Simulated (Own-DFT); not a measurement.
# Computed records: Si$_{3}$N$_{4}$ (beta silicon nitride, atoms displaced)

All values are calculated (Own-DFT development build). A calculation, not a measurement: plane-wave PBE density functional theory by an unreviewed code, no spin, of a simulated periodic cell, stress positive in tension, free energy of the whole cell less one offset for each atom, forces on such cells passed a denser k mesh, this cell's mesh not checked; offsets are fitted by least squares, one for each functional and potential file, so energies compare only between cells with the same atoms and settings and are not formation energies; the far tail of each file's local potential was reset to the Coulomb form; each entry is a single point on an unrelaxed cell, so the pressure reflects the starting lattice, mostly measured values (interpolated for alloys), from which strain is counted, and rises with the displacements; printed positions are rounded, which can move forces by about a meV/angstrom; the program, named Own-DFT, is a retired in-house code; no spin-orbit coupling; before rounding, a Quantum ESPRESSO 7.3.1 run of the same cell and cutoff gave forces within 1 meV/angstrom rms on each cell, which checks the program and not the settings.

Common to all runs: functional PBE; potential files PseudoDojo norm-conserving, scalar-relativistic, standard set; wave cutoff 42 hartree; occupations Fermi-Dirac; smearing width 0.1 eV; k mesh 3 x 3 x 3 centred on Gamma.

(1) Si$_{3}$N$_{4}$ (beta silicon nitride, atoms displaced)

```
cell vectors (Å)
   7.6060     0.0000     0.0000
  -3.8030     6.5870     0.0000
   0.0000     0.0000     8.7270
atoms (fractions of the cell vectors)
Si  0.17425  0.76938  0.08589
Si  0.22495  0.38831  0.08864
Si  0.60057  0.82891  0.08281
Si  0.83160  0.23284  0.25549
Si  0.77215  0.58969  0.25491
Si  0.40808  0.17885  0.25572
N   0.34252  0.03168  0.08909
N   0.95960  0.28899  0.08486
N   0.70315  0.67094  0.07999
N   0.66761  0.95602  0.25789
N   0.04195  0.70802  0.24975
N   0.29583  0.32282  0.24019
N   0.32924  0.65890  0.07559
N   0.67166  0.33290  0.24664
Si  0.18965  0.76986  0.41906
Si  0.22381  0.39329  0.41688
Si  0.59362  0.80758  0.41958
Si  0.84407  0.25429  0.58768
Si  0.77682  0.60202  0.58201
Si  0.39819  0.16051  0.58964
N   0.32954  0.02034  0.40576
N   0.96318  0.29420  0.42328
N   0.68970  0.66698  0.40927
N   0.67406  0.97325  0.58296
N   0.03268  0.70856  0.57233
N   0.29959  0.34451  0.59632
N   0.33513  0.65446  0.41595
N   0.67266  0.33795  0.58529
Si  0.16725  0.75859  0.75140
Si  0.23584  0.41788  0.74940
Si  0.58998  0.81923  0.74876
Si  0.82813  0.23457  0.91471
Si  0.77416  0.58769  0.92280
Si  0.40147  0.17442  0.91405
N   0.32678  0.03622  0.75234
N   0.96201  0.29924  0.75732
N   0.71332  0.67952  0.74736
N   0.66813  0.97600  0.92212
N   0.04346  0.70296  0.92904
N   0.30198  0.32657  0.92192
N   0.33932  0.66259  0.73860
N   0.67200  0.33967  0.91839
```

Results for Si$_{3}$N$_{4}$ (beta silicon nitride, atoms displaced): free energy of cell above offsets -3.158 eV; pressure 8.19 GPa; stress xx -7.93 GPa; stress yy -6.33 GPa; stress zz -10.32 GPa; stress yz 1.17 GPa; stress xz 1.9 GPa; stress xy 2.51 GPa.

Force:
```
element  x (eV/Å)  y (eV/Å)  z (eV/Å)
     Si     3.651     1.293     1.765
     Si    -2.597     3.301    -3.869
     Si    -1.357    -1.193     0.942
     Si     -1.67    -2.863    -0.964
     Si     0.166     1.392    -2.212
     Si     1.714    -0.842    -2.734
      N     -0.63     0.352    -1.269
      N     1.694     0.768      0.47
      N     0.861    -0.381     1.298
      N     0.123     2.268    -0.912
      N    -1.691     -1.39     1.819
      N     0.711    -0.697     5.505
      N     0.751     -0.15     0.571
      N    -0.519     0.009     0.925
     Si     -0.35    -1.847    -2.474
     Si     0.628     1.031     0.274
     Si    -3.814      4.91     0.355
     Si    -2.854    -4.273     0.623
     Si    -1.908    -1.088    -0.539
     Si     0.587     3.265    -2.743
      N    -0.163     2.809      3.86
      N     2.508     1.317    -1.715
      N     5.474    -3.567     1.775
      N    -0.133    -0.271     0.307
      N     1.131    -0.057      2.54
      N     3.158     -3.47    -4.575
      N     -1.09     0.035     0.174
      N    -1.459    -0.085    -0.205
     Si     0.752     1.416     0.221
     Si    -0.533    -3.196     4.013
     Si     1.832      3.15     0.392
     Si    -1.949    -1.285     2.644
     Si    -1.056     2.497    -1.046
     Si     2.097      0.22     2.905
      N     0.036    -3.711     0.165
      N     3.383     2.373    -1.596
      N      0.49    -0.455     1.246
      N     0.071    -1.198    -2.019
      N    -2.644    -1.373     -4.55
      N    -1.835     0.889    -1.553
      N    -3.252     2.409     0.629
      N    -0.315    -2.313    -0.443
```

(2) Si$_{3}$N$_{4}$ (beta silicon nitride, atoms displaced)

```
cell vectors (Å)
   7.6060     0.0000     0.0000
  -3.8030     6.5870     0.0000
   0.0000     0.0000     8.7270
atoms (fractions of the cell vectors)
Si  0.17678  0.77541  0.09018
Si  0.22490  0.40246  0.08157
Si  0.59783  0.82387  0.07704
Si  0.82436  0.22932  0.24975
Si  0.77017  0.60348  0.24573
Si  0.40047  0.16792  0.24833
N   0.33128  0.03653  0.08989
N   0.96887  0.29469  0.07198
N   0.69734  0.66690  0.08876
N   0.66016  0.97360  0.25832
N   0.03964  0.70132  0.24483
N   0.29929  0.34158  0.24189
N   0.33929  0.65591  0.08363
N   0.67433  0.34372  0.24134
Si  0.16844  0.77661  0.41008
Si  0.23148  0.40266  0.42525
Si  0.59071  0.81899  0.41145
Si  0.83462  0.22094  0.58757
Si  0.77508  0.59473  0.58376
Si  0.40492  0.17434  0.58063
N   0.31502  0.02564  0.42261
N   0.95685  0.30524  0.42018
N   0.71176  0.67081  0.42055
N   0.66861  0.97761  0.59311
N   0.03679  0.70914  0.59270
N   0.28720  0.33165  0.57046
N   0.33030  0.66057  0.41660
N   0.67497  0.34208  0.57230
Si  0.17041  0.76077  0.73818
Si  0.24844  0.41539  0.74464
Si  0.60063  0.83763  0.75199
Si  0.83219  0.23961  0.92139
Si  0.76866  0.59217  0.91142
Si  0.39176  0.17636  0.91213
N   0.34734  0.05318  0.76648
N   0.96960  0.30627  0.74666
N   0.70723  0.67654  0.74163
N   0.67003  0.95736  0.91682
N   0.02023  0.69359  0.91201
N   0.30191  0.34477  0.91357
N   0.32172  0.66613  0.74840
N   0.66631  0.33162  0.91430
```

Results for Si$_{3}$N$_{4}$ (beta silicon nitride, atoms displaced): free energy of cell above offsets -1.033 eV; pressure 10.42 GPa; stress xx -3.92 GPa; stress yy -9.25 GPa; stress zz -18.09 GPa; stress yz -1.33 GPa; stress xz -5.08 GPa; stress xy 0.52 GPa.

Force:
```
element  x (eV/Å)  y (eV/Å)  z (eV/Å)
     Si      2.34    -1.135    -4.731
     Si     0.246     0.763     -0.58
     Si     -1.14    -0.927     2.671
     Si    -0.798      1.37    -0.049
     Si     1.592    -1.871     1.741
     Si     0.231     4.186     1.803
      N    -0.435    -1.576    -2.923
      N     0.764     0.083     4.676
      N      0.05      0.91    -2.636
      N     0.579    -0.692    -2.647
      N    -2.864    -0.964     1.778
      N     1.842    -2.469     3.176
      N    -2.797     3.286    -0.124
      N    -0.823    -1.701     0.371
     Si     2.215    -3.008     2.555
     Si    -4.908      2.24     -8.57
     Si     0.013     -0.15     2.622
     Si    -3.198     2.626    -0.748
     Si     0.098    -0.263    -0.008
     Si     1.313     2.031      1.97
      N     0.354      1.92    -1.501
      N     3.247     0.474    -1.385
      N    -1.588      1.61    -1.531
      N     -0.21      -2.7    -2.747
      N    -2.536    -0.739    -6.495
      N     5.411    -3.284     7.148
      N    -0.928     1.635     0.108
      N    -0.657    -2.516     0.679
     Si      0.74     2.915     6.947
     Si    -3.342    -0.262     0.092
     Si    -0.553    -3.262     -0.91
     Si    -2.328    -1.667    -4.488
     Si    -1.151    -0.567     0.633
     Si     1.862     4.477     6.936
      N    -0.474    -6.654    -9.219
      N     2.163     0.338     1.978
      N    -1.455     0.033     1.653
      N     0.073     3.805      0.66
      N     2.803     2.003     0.949
      N     1.411    -1.303    -0.022
      N     4.024     1.115    -0.105
      N    -1.189    -0.112     0.273
```

(3) Si$_{3}$N$_{4}$ (beta silicon nitride, atoms displaced)

```
cell vectors (Å)
   7.6060     0.0000     0.0000
  -3.8030     6.5870     0.0000
   0.0000     0.0000     8.7270
atoms (fractions of the cell vectors)
Si  0.17404  0.77606  0.08257
Si  0.23187  0.40349  0.08380
Si  0.59278  0.82150  0.08391
Si  0.81657  0.23540  0.24525
Si  0.77793  0.60926  0.24616
Si  0.40325  0.18329  0.25595
N   0.34123  0.03182  0.08034
N   0.95531  0.29426  0.08191
N   0.67969  0.65878  0.08248
N   0.67606  0.98670  0.25726
N   0.03213  0.70632  0.24158
N   0.30509  0.33862  0.25541
N   0.33276  0.66344  0.08364
N   0.65841  0.33123  0.23791
Si  0.18126  0.77723  0.42193
Si  0.23768  0.39827  0.40297
Si  0.58406  0.81508  0.41382
Si  0.80960  0.21972  0.57682
Si  0.76743  0.58277  0.57534
Si  0.40177  0.17199  0.57601
N   0.34193  0.02877  0.41726
N   0.98475  0.30352  0.40643
N   0.69936  0.66044  0.41281
N   0.67382  0.98503  0.58455
N   0.02351  0.70332  0.58226
N   0.31397  0.33903  0.57667
N   0.33082  0.66721  0.42743
N   0.66304  0.32730  0.57904
Si  0.18500  0.77896  0.75341
Si  0.23268  0.41432  0.74357
Si  0.60955  0.82613  0.74272
Si  0.83283  0.22927  0.91590
Si  0.76797  0.58734  0.92246
Si  0.40456  0.16671  0.91405
N   0.32236  0.02174  0.74673
N   0.96643  0.30442  0.75406
N   0.69460  0.66914  0.74546
N   0.67457  0.96564  0.91589
N   0.02769  0.69624  0.91647
N   0.30369  0.34598  0.92186
N   0.33333  0.66649  0.74462
N   0.67914  0.34075  0.91307
```

It finds free energy of cell above offsets -2.961 eV; pressure 8.5 GPa; stress xx -6.33 GPa; stress yy -13.36 GPa; stress zz -5.79 GPa; stress yz 0.39 GPa; stress xz 2.86 GPa; stress xy 1.32 GPa.

Force:
```
element  x (eV/Å)  y (eV/Å)  z (eV/Å)
     Si     1.827    -1.193    -1.188
     Si    -2.513     0.689     0.293
     Si    -1.573     2.159     0.081
     Si     1.671     1.496     1.082
     Si      -0.5    -2.596    -0.729
     Si     2.178    -1.589     -2.16
      N    -0.997      0.54     1.395
      N     3.383     1.471     0.964
      N     2.438    -0.274     0.471
      N    -0.103    -5.363    -0.964
      N     0.307     0.613     2.521
      N     2.512    -1.902    -5.881
      N    -1.284     0.798     0.546
      N    -0.019     2.461     1.007
     Si    -1.114    -2.645    -0.948
     Si    -4.246     3.249     7.371
     Si     1.202     2.514     0.483
     Si     3.945     6.493     0.224
     Si    -1.221     1.141     2.118
     Si     0.522     0.578     2.309
      N    -0.905     0.843    -1.141
      N    -3.352    -1.211     1.037
      N    -1.734     1.359     0.109
      N    -0.013    -7.557    -0.972
      N     1.877     0.946     0.161
      N    -0.941    -0.397     0.357
      N     0.476    -0.999     -1.09
      N    -0.656    -0.106    -0.249
     Si    -1.395    -5.062    -0.828
     Si    -0.055    -1.404     0.797
     Si    -3.399     1.156     1.446
     Si    -1.803    -0.728    -0.412
     Si    -1.338     1.682    -2.078
     Si     0.101     3.055    -0.071
      N     0.227     4.605    -0.165
      N     1.359     0.044    -3.004
      N     3.552    -2.416    -0.035
      N    -0.167     0.038    -0.292
      N     0.541     1.169     0.266
      N     2.345     -2.56    -2.654
      N     0.523       2.2     0.051
      N    -1.658    -3.297    -0.229
```

(4) Si$_{3}$N$_{4}$ (beta silicon nitride, atoms displaced)

```
cell vectors (Å)
   7.6060     0.0000     0.0000
  -3.8030     6.5870     0.0000
   0.0000     0.0000     8.7270
atoms (fractions of the cell vectors)
Si  0.17197  0.76226  0.06895
Si  0.21690  0.39698  0.07360
Si  0.59594  0.83250  0.08029
Si  0.84199  0.23767  0.24926
Si  0.76105  0.58688  0.24962
Si  0.39615  0.15819  0.25356
N   0.33471  0.03707  0.08850
N   0.96618  0.31637  0.07565
N   0.70651  0.67263  0.07764
N   0.66904  0.98060  0.25669
N   0.03905  0.70527  0.24895
N   0.29279  0.32516  0.24204
N   0.33973  0.67662  0.07941
N   0.66936  0.33392  0.25028
Si  0.17650  0.77424  0.41587
Si  0.24203  0.40846  0.40549
Si  0.58631  0.82156  0.41283
Si  0.82277  0.23697  0.57871
Si  0.77499  0.61215  0.58223
Si  0.41603  0.18656  0.57777
N   0.33452  0.02227  0.40975
N   0.97834  0.29337  0.41539
N   0.70771  0.67929  0.42112
N   0.67251  0.96926  0.58627
N   0.02385  0.70115  0.58715
N   0.29331  0.33464  0.59282
N   0.32830  0.65318  0.42312
N   0.66145  0.32994  0.58575
Si  0.16601  0.76115  0.75399
Si  0.23028  0.39871  0.75439
Si  0.58850  0.81450  0.74742
Si  0.82389  0.23800  0.92168
Si  0.78540  0.59857  0.91491
Si  0.40265  0.16454  0.91493
N   0.33394  0.04025  0.73970
N   0.96448  0.30070  0.75496
N   0.68894  0.65600  0.74946
N   0.67996  0.98244  0.92030
N   0.03784  0.69177  0.92090
N   0.29692  0.32837  0.91911
N   0.33568  0.66314  0.74995
N   0.68081  0.33272  0.90820
```

The calculation gives: free energy of cell above offsets -3.168 eV; pressure 7.85 GPa; stress xx -9.03 GPa; stress yy -5.08 GPa; stress zz -9.43 GPa; stress yz -0.08 GPa; stress xz -1.24 GPa; stress xy -1.03 GPa.

Force:
```
element  x (eV/Å)  y (eV/Å)  z (eV/Å)
     Si     2.573     2.853     7.515
     Si     1.628     2.496     1.751
     Si     0.959     0.255     0.823
     Si    -2.508     -0.03     0.591
     Si     1.238     1.554    -0.158
     Si     0.921     4.093    -1.775
      N     -0.31    -2.832    -3.251
      N     1.602     0.106     2.731
      N    -0.312     0.385     0.774
      N     0.493    -1.613    -1.959
      N    -1.472    -0.875     -0.92
      N     1.006    -0.597    -0.167
      N      0.04    -2.365    -0.036
      N     -0.37    -1.248      0.28
     Si     0.286    -3.066     0.261
     Si    -1.127    -1.904     3.192
     Si     0.414     1.294     1.759
     Si     1.752     -1.05     1.516
     Si    -0.319    -3.233     0.692
     Si    -2.643    -1.372     0.327
      N    -0.301     1.623     3.241
      N    -0.668      0.34     0.135
      N    -0.679    -0.278    -2.464
      N    -0.302    -0.396    -1.011
      N      2.05     0.954    -0.596
      N     2.847    -1.597    -4.381
      N    -0.893     3.563    -0.675
      N     1.356     3.378    -0.934
     Si     2.854     1.723    -2.557
     Si    -2.442     0.752     0.007
     Si     0.275     2.851     1.002
     Si     2.284    -2.052    -3.097
     Si    -3.344    -2.155     0.036
     Si     0.896     2.497    -0.096
      N    -0.387    -3.047     2.122
      N      1.05     0.671    -1.259
      N     0.929      0.78     1.187
      N    -0.173    -2.727    -1.002
      N    -2.423     -0.37    -3.941
      N     1.408    -1.252    -0.558
      N    -2.069    -0.077     0.377
      N     -6.12     1.968     0.517
```

(5) Si$_{3}$N$_{4}$ (beta silicon nitride, atoms displaced)

```
cell vectors (Å)
   7.6060     0.0000     0.0000
  -3.8030     6.5870     0.0000
   0.0000     0.0000     8.7270
atoms (fractions of the cell vectors)
Si  0.18060  0.77305  0.09311
Si  0.23170  0.40226  0.08711
Si  0.58681  0.82344  0.07888
Si  0.81681  0.21937  0.24947
Si  0.75432  0.58867  0.25290
Si  0.39381  0.18078  0.24653
N   0.33782  0.03220  0.08660
N   0.97357  0.30047  0.07401
N   0.69898  0.66816  0.08239
N   0.68425  0.98758  0.25647
N   0.03578  0.70225  0.24753
N   0.30152  0.32786  0.24682
N   0.32788  0.67128  0.08945
N   0.66972  0.32235  0.25586
Si  0.17477  0.76558  0.41886
Si  0.22855  0.40261  0.42507
Si  0.59421  0.82579  0.41975
Si  0.81753  0.23232  0.57709
Si  0.76964  0.59627  0.59222
Si  0.41329  0.17041  0.58514
N   0.33063  0.02629  0.41692
N   0.96733  0.30252  0.40659
N   0.70679  0.67601  0.41715
N   0.70194  0.97969  0.57925
N   0.01831  0.69006  0.57689
N   0.30933  0.32734  0.57684
N   0.33786  0.66302  0.41398
N   0.65136  0.33683  0.58121
Si  0.17426  0.77642  0.75262
Si  0.22646  0.40468  0.75211
Si  0.60025  0.83644  0.75184
Si  0.82511  0.22918  0.92223
Si  0.76472  0.58858  0.91763
Si  0.39505  0.16830  0.91338
N   0.33181  0.03058  0.75719
N   0.95707  0.30087  0.74954
N   0.70463  0.67290  0.75509
N   0.65679  0.94700  0.91989
N   0.03490  0.71902  0.91807
N   0.29339  0.32387  0.91351
N   0.33520  0.66627  0.74872
N   0.67136  0.33439  0.91281
```

## Withheld values
1. Si$_{3}$N$_{4}$ (beta silicon nitride, atoms displaced) (entry 5): stress xx?
2. What pressure does the calculation give for Si$_{3}$N$_{4}$ (beta silicon nitride, atoms displaced) (entry 5)?

## Answers
1. -6.39 GPa
2. 8.06 GPa

Further results for Si$_{3}$N$_{4}$ (beta silicon nitride, atoms displaced) (entry 5):

```
free energy of cell above offsets : -3.491 eV
stress yy                         : -10.75 GPa
stress zz                         : -7.04 GPa
stress yz                         : -0.64 GPa
stress xz                         : -0.42 GPa
stress xy                         : 1.22 GPa
```

Force:
```
element  x (eV/Å)  y (eV/Å)  z (eV/Å)
     Si    -2.141     0.314    -2.456
     Si    -1.038      1.36    -1.647
     Si      0.79    -1.094     4.133
     Si     1.713     6.535    -1.535
     Si     3.076    -0.448    -0.543
     Si     5.689    -2.867     1.462
      N    -0.416     0.624    -1.018
      N     0.006    -0.459     2.783
      N     -1.07    -0.033     0.766
      N    -0.694    -9.502    -1.337
      N    -2.146    -0.905     1.957
      N    -3.145     2.266     1.457
      N     2.755    -2.095    -0.187
      N    -3.908     2.211    -0.508
     Si    -0.333    -0.337    -1.408
     Si    -0.228    -0.105    -2.065
     Si     1.033     0.612    -1.157
     Si     0.427     2.501     0.082
     Si     -1.84    -0.216    -1.844
     Si    -2.929    -1.412    -0.803
      N    -0.049     0.386      0.25
      N      1.03     0.702     2.389
      N    -0.618    -0.201     0.914
      N    -1.728    -2.374     1.389
      N     2.824     1.558     2.024
      N     -1.88     0.226     2.509
      N    -0.893     0.486     0.643
      N     4.545     0.438     0.221
     Si     0.093    -2.507    -0.472
     Si    -0.194    -0.248    -1.651
     Si      0.64    -2.569    -2.145
     Si    -0.868    -0.941    -2.096
     Si     1.211     1.308     0.443
     Si     1.851     1.779     2.789
      N     0.369     -0.37    -3.143
      N      1.53      0.29    -0.407
      N    -1.031     0.484    -0.526
      N     0.157     5.723    -1.016
      N    -0.099    -0.792      0.73
      N     -0.23     0.461     0.941
      N    -0.735     0.883    -0.297
      N    -1.525    -1.673     0.377
```
